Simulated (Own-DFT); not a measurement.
Hf36O71 (tetragonal hafnia with one neutral oxygen vacancy, atoms displaced) (calculated)

Computed with Own-DFT development build. A calculation, not a measurement: plane-wave PBE and HSE06 DFT by an unreviewed code, no spin, of a simulated cell at Gamma alone, so results move with cell size and shape, stress positive in tension, energies less offsets, not probed for a lower state with spin; hafnium file: forces about 75 meV/angstrom off all-electron values; oxygen file: force components 24 meV/angstrom off all-electron in a glass; k mesh not checked against a denser one; forces and stress are PBE's, HSE06 gives the energy alone, and its difference from PBE has offsets of its own; offsets are fitted by least squares, one for each functional and potential file, so energies compare only between cells with the same atoms and settings and are not formation energies; the far tail of each file's local potential was reset to the Coulomb form; each entry is a single point on an unrelaxed cell, so the pressure reflects the starting lattice, taken from the Materials Project, from which strain is counted, and rises with the displacements; printed positions are rounded, which can move forces by about a meV/angstrom; the program is a retired in-house code; no spin-orbit coupling.

Entry: Hf36O71 (tetragonal hafnia with one neutral oxygen vacancy, atoms displaced)

```
cell vectors (Å)
  10.7800     0.0000     0.0000
   0.0000    10.7800     0.0000
   0.0000     0.0000    10.4493
atoms (fractions of the cell vectors)
Hf  0.99673  0.00486  0.00229
Hf  0.17405  0.16936  0.24552
O   0.00173  0.15285  0.15750
O   0.16769  0.99872  0.33452
O   0.00807  0.17653  0.40621
O   0.15447  0.99319  0.10501
Hf  0.00387  0.99720  0.49800
Hf  0.15601  0.16403  0.75088
O   0.00501  0.16415  0.65776
O   0.15466  0.98592  0.84368
O   0.00443  0.16962  0.89363
O   0.16495  0.00747  0.59929
Hf  0.99619  0.34007  0.99074
Hf  0.17404  0.51249  0.25692
O   0.01324  0.49963  0.16310
O   0.18207  0.34765  0.34256
O   0.00659  0.49133  0.41221
O   0.14872  0.33694  0.09391
Hf  0.99812  0.34723  0.49407
Hf  0.15928  0.50909  0.74388
O   0.98312  0.49229  0.66210
O   0.14387  0.32355  0.84324
O   0.99144  0.49123  0.89083
O   0.16160  0.32911  0.59777
Hf  0.99537  0.66495  0.00226
Hf  0.17004  0.83795  0.25681
O   0.99314  0.82465  0.14085
O   0.16700  0.66118  0.34857
O   0.99327  0.84071  0.40596
O   0.17135  0.68098  0.08914
Hf  0.00258  0.68166  0.49847
Hf  0.17245  0.84293  0.76525
O   0.00667  0.83035  0.65347
O   0.16126  0.66040  0.85687
O   0.00219  0.83106  0.89359
O   0.16573  0.67077  0.60325
Hf  0.33491  0.99852  0.01392
Hf  0.50413  0.16742  0.25416
O   0.33786  0.16505  0.15198
O   0.50348  0.98458  0.34368
O   0.32882  0.17056  0.41013
O   0.49301  0.00048  0.08042
Hf  0.32760  0.00646  0.50837
Hf  0.49377  0.15647  0.74171
O   0.33256  0.16613  0.66209
O   0.49125  0.00880  0.84838
O   0.34373  0.16284  0.89674
O   0.50045  0.99787  0.60148
Hf  0.33378  0.32382  0.00224
Hf  0.48823  0.50083  0.25666
O   0.32136  0.51222  0.15055
O   0.49879  0.32792  0.33528
O   0.33495  0.49387  0.39558
O   0.50262  0.32327  0.09870
Hf  0.33271  0.34266  0.50100
Hf  0.51309  0.50000  0.74430
O   0.32314  0.51278  0.66957
O   0.48836  0.32839  0.84674
O   0.32664  0.51123  0.91474
Hf  0.32865  0.65980  0.99903
Hf  0.49422  0.83041  0.24917
O   0.32325  0.82323  0.16288
O   0.50771  0.68153  0.35273
O   0.31437  0.82043  0.40895
O   0.49277  0.67359  0.10728
Hf  0.32889  0.66417  0.50104
Hf  0.48778  0.82952  0.76083
O   0.33561  0.84622  0.64192
O   0.49460  0.65460  0.83586
O   0.33774  0.83892  0.91149
O   0.49637  0.67351  0.60385
Hf  0.66996  0.00016  0.00914
Hf  0.83676  0.17276  0.24544
O   0.65257  0.16150  0.14573
O   0.81962  0.98960  0.35219
O   0.67253  0.18183  0.39543
O   0.84485  0.99578  0.10075
Hf  0.66859  0.00660  0.50097
Hf  0.82053  0.17271  0.73580
O   0.65776  0.14981  0.65560
O   0.82788  0.98349  0.85190
O   0.66947  0.17481  0.88445
O   0.83134  0.00590  0.60597
Hf  0.68025  0.33149  0.99951
Hf  0.84462  0.50607  0.24999
O   0.67438  0.50155  0.16600
O   0.83221  0.34073  0.34335
O   0.66661  0.49826  0.40363
O   0.83327  0.34214  0.09686
Hf  0.66038  0.31859  0.49812
Hf  0.83122  0.50121  0.76152
O   0.67058  0.49721  0.64911
O   0.82968  0.33304  0.84576
O   0.65864  0.49483  0.91123
O   0.82360  0.33456  0.58742
Hf  0.66028  0.66679  0.99743
Hf  0.83962  0.82365  0.24967
O   0.66818  0.83397  0.15390
O   0.83195  0.66801  0.33876
O   0.67346  0.84481  0.39285
O   0.82391  0.66334  0.10414
Hf  0.66904  0.65640  0.50681
Hf  0.82562  0.84593  0.75151
O   0.65724  0.83407  0.65796
O   0.83805  0.66129  0.84979
O   0.65994  0.83817  0.91228
O   0.83941  0.66131  0.60149
```

Settings of this run: first functional PBE, second functional HSE06, exact exchange share 0.25, screening 0.11 1/bohr, exchange divergence Gygi-Baldereschi, potential files PseudoDojo norm-conserving, scalar-relativistic, made for PBE, standard set, wave cutoff 48 hartree, occupations fixed and k mesh 1 x 1 x 1 centred on Gamma.

It finds PBE energy of cell above offsets -86.474 eV; HSE06 less PBE above offsets 0.615 eV; PBE pressure 6.22 GPa; PBE stress xx -4.53 GPa; PBE stress yy -7.77 GPa; PBE stress zz -6.36 GPa; PBE stress yz -2.37 GPa; PBE stress xz 0.12 GPa; PBE stress xy -0.18 GPa.

Force:
```
element  x (eV/Å)  y (eV/Å)  z (eV/Å)
     Hf     1.034    -0.875    -1.546
     Hf    -1.804     1.347     1.006
      O    -0.544     0.907    -0.018
      O     0.044      1.88     2.595
      O    -0.357    -1.436    -0.724
      O     2.091     0.361    -0.731
     Hf    -1.013     2.996     1.495
     Hf     1.141     0.619      0.51
      O    -3.207    -0.289     -1.26
      O     0.275     6.371     2.937
      O    -1.411    -1.685     1.936
      O    -0.048    -0.444    -0.676
     Hf     1.308     -1.75    -0.534
     Hf    -1.339     -2.99    -2.156
      O    -1.807     1.221    -1.382
      O    -0.283    -2.369     0.127
      O    -0.145     6.429    -2.594
      O     2.981    -1.523      0.21
     Hf    -0.457    -5.208     3.737
     Hf    -1.471    -1.467     1.754
      O     2.438    -0.168    -1.708
      O     1.895     2.474      0.08
      O     0.186     2.153     1.837
      O     1.318     0.889    -0.799
     Hf     0.917      1.55    -0.676
     Hf    -1.125    -1.981    -2.214
      O     1.056    -0.485     1.176
      O    -1.024     2.756      2.02
      O     0.605    -1.168    -1.641
      O    -2.436    -0.604     1.155
     Hf    -0.648    -1.571       2.4
     Hf      -0.9    -6.162    -3.189
      O    -0.865     0.691    -0.946
      O    -0.014     1.044    -0.923
      O    -0.472    -0.302     1.378
      O    -0.475    -0.904    -0.915
     Hf    -2.404     0.896    -2.671
     Hf    -0.992    -1.157    -0.736
      O    -0.792      0.07     0.011
      O    -0.947     3.795     0.736
      O     0.205    -0.058    -0.465
      O     2.558    -0.672     2.784
     Hf     1.394    -1.176      0.01
     Hf    -0.446       1.3     2.568
      O     -1.24     0.067    -2.157
      O     0.744    -2.646     0.016
      O    -2.172    -0.007     2.267
      O     -0.74      0.72    -1.255
     Hf     0.482     0.802    -1.644
     Hf     2.641     1.163    -1.458
      O     2.631    -0.841     0.311
      O    -0.331     1.419     1.902
      O     1.377     2.484     0.797
      O    -0.774     1.122    -0.406
     Hf      -1.4    -2.406     1.139
     Hf    -2.321    -2.246     0.568
      O     2.519    -1.087    -2.178
      O      0.15     1.465    -1.312
      O    -0.145    -5.247    -1.448
     Hf     0.117     2.232     1.407
     Hf     1.934    -0.841    -0.753
      O     1.745     1.807    -0.475
      O    -0.779    -3.017     0.762
      O     0.019     2.386    -0.523
      O     1.136    -0.874    -1.362
     Hf     1.066     0.442     1.478
     Hf     1.116     1.385    -1.644
      O    -0.711    -0.681     2.053
      O     0.586     2.286     2.284
      O    -0.111    -1.057    -1.203
      O     0.167    -1.087    -1.039
     Hf     0.303     0.113    -1.024
     Hf      0.31    -0.998     1.222
      O     3.265    -0.406    -0.164
      O     1.738     3.448    -0.584
      O    -0.319    -4.656    -1.561
      O    -2.956     0.983     0.272
     Hf    -0.279    -3.016    -1.242
     Hf     2.211    -0.318      1.54
      O     0.992     1.493    -2.714
      O     -0.13     4.902     2.004
      O     0.838    -1.168      1.86
      O     0.752    -0.348    -0.679
     Hf    -3.178    -0.541    -0.522
     Hf    -1.786    -0.904    -0.419
      O    -2.069    -0.208    -0.687
      O     0.695    -1.211    -0.473
      O    -0.836    -0.408     0.966
      O     1.165    -1.179     0.735
     Hf    -0.303     5.691     1.327
     Hf     0.158     0.245    -1.399
      O    -0.441     0.444     0.351
      O      -0.3    -0.421     0.288
      O       0.1     0.749    -0.955
      O     0.276    -1.861     1.034
     Hf     0.166      0.22     2.127
     Hf    -2.506      2.54    -0.847
      O    -0.448     0.645    -0.644
      O     0.967    -1.153     2.798
      O    -0.328    -2.191     2.499
      O     0.999    -0.244    -1.462
     Hf    -0.494      1.82    -0.785
     Hf     1.163    -4.154    -2.027
      O      0.87     0.021     0.312
      O    -1.147     1.752     0.954
      O    -0.546    -1.364     -0.79
      O     -0.64     0.642    -1.396
```
